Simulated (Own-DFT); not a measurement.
# Strain and stress in diamond silicon, 64 atoms (Si64)

Calculated results; nothing here was measured. They come from Own-DFT, an in-house plane-wave density functional program, since retired, whose code no person has reviewed. Each row is one single-point run on a periodic cell that was not relaxed, without spin or spin-orbit coupling.

Settings of every run: PBE; PseudoDojo norm-conserving scalar-relativistic files; cutoff 20 hartree; 3 x 3 x 3 k mesh centred on Gamma; Fermi-Dirac smearing of 0.1 eV.

Known limits: k mesh not checked against a denser one; stress not checked against mesh or cutoff.

Unstrained cell vectors in Å: (10.862, 0.000, 0.000); (0.000, 10.862, 0.000); (0.000, 0.000, 10.862). The unstrained cell has measured lattice constants (interpolated for alloys), not those of this functional. That, the random moves and any unrelaxed bonds set the pressure at no strain. Each run strains this cell uniformly, with the atoms carried along. Every atom was also moved at random, by a Gaussian of width 0.05 Å on each axis. Strain is the symmetric tensor, in per cent. Stress is positive in tension, and the pressure is minus a third of its trace.

```
run,e_xx (%),e_yy (%),e_zz (%),e_yz (%),e_xz (%),e_xy (%),s_xx (GPa),s_yy (GPa),s_zz (GPa),s_yz (GPa),s_xz (GPa),s_xy (GPa),P (GPa),E (meV/atom)
1,1.75,-1.39,-1.74,0.18,1.51,1.24,-1.90,-5.00,-5.19,-0.95,3.00,2.23,4.03,27.8
2,-0.20,-0.29,-0.78,-0.25,-1.07,-1.25,-3.65,-3.76,-4.23,-1.73,-2.28,-2.61,3.88,14.2
3,0.36,0.79,-1.86,-1.81,0.67,-1.79,-3.12,-2.68,-4.86,-3.60,1.26,-3.48,3.55,24.7
4,1.03,-0.46,0.42,-1.86,-0.93,0.10,-1.01,-2.33,-1.64,-3.47,-1.45,0.05,1.66,3.8
5,-0.78,1.77,-0.14,0.61,-0.24,1.43,-2.67,-0.18,-2.13,0.44,-0.02,2.70,1.66,0.0
6,0.47,-1.43,-1.77,0.85,-0.70,-1.41,-4.31,-6.14,-6.32,1.75,-1.52,-3.96,5.59,29.5
7,0.19,-0.90,-1.67,-0.89,-1.56,-1.14,-4.35,-5.38,-5.95,-2.43,-2.06,-3.30,5.22,33.6
8,1.04,-0.37,0.48,0.92,1.68,0.98,-1.29,-2.51,-1.71,1.20,3.66,3.05,1.84,22.4
9,0.58,-0.21,0.52,1.77,0.98,-0.04,-1.70,-2.40,-1.81,4.23,1.62,-0.30,1.97,18.4
10,-0.48,-1.55,1.57,1.96,0.88,0.75,-3.58,-4.45,-1.74,4.70,0.79,1.18,3.26,25.6
11,0.22,-1.44,1.34,-0.74,1.70,-0.44,-2.60,-3.86,-1.37,-1.06,4.14,-0.59,2.61,16.2
12,0.31,-1.75,-1.58,-1.02,-0.30,-0.52,-4.60,-6.43,-6.26,-2.59,-0.04,-0.85,5.76,23.9
13,1.81,1.41,1.54,-0.43,-0.22,1.96,1.78,1.32,1.46,-0.97,-0.19,3.37,-1.52,7.0
14,0.46,-1.09,-0.89,1.93,1.25,-1.08,-3.31,-4.77,-4.72,5.02,2.55,-2.24,4.27,21.1
15,1.81,1.33,1.01,0.52,1.62,0.77,?,?,?,?,?,?,?,?
```

E is the free energy for each atom above the lowest run shown.

## Worked fit

Each stress component was fitted by least squares to a constant and the strains of the runs shown, as fractions, with shears doubled. Shear strains stay in the fit of a normal stress only where such slopes are resolved. The slopes, in GPa:

| stress | at no strain | per e_xx | per e_yy | per e_zz | scatter |
|---|---|---|---|---|---|
| s_xx | -2.8 | 153 ± 7 | 67 ± 5 | 65 ± 4 | 0.19 |
| s_yy | -2.7 | 51 ± 7 | 159 ± 5 | 69 ± 4 | 0.18 |
| s_zz | -2.8 | 58 ± 5 | 68 ± 3 | 155 ± 3 | 0.14 |

Each shear stress against twice its own strain: yz 111 ± 9, xz 99 ± 8, xy 102 ± 9 GPa. These are stiffnesses along x, y and z of the frame in which the cell vectors are given, which need not be the crystal's axes. The atoms are held to the strained lattice; where symmetry lets them move under strain, relaxing them would lower some slopes. The table should be nearly symmetric about its diagonal, and what it lacks of that shows the noise. A ninth of its sum, 94 ± 2 GPa, estimates the bulk modulus near the mean pressure of these runs, 3.1 GPa, so it lies above the value at zero pressure.

## Withheld run

Question: what normal stresses and pressure should run 15 give?

The fit gives s_xx = 1.5, s_yy = 1.0, s_zz = 0.8 and P = -1.1 GPa. The calculation gave 1.53, 1.01, 0.62 and P = -1.05 GPa.
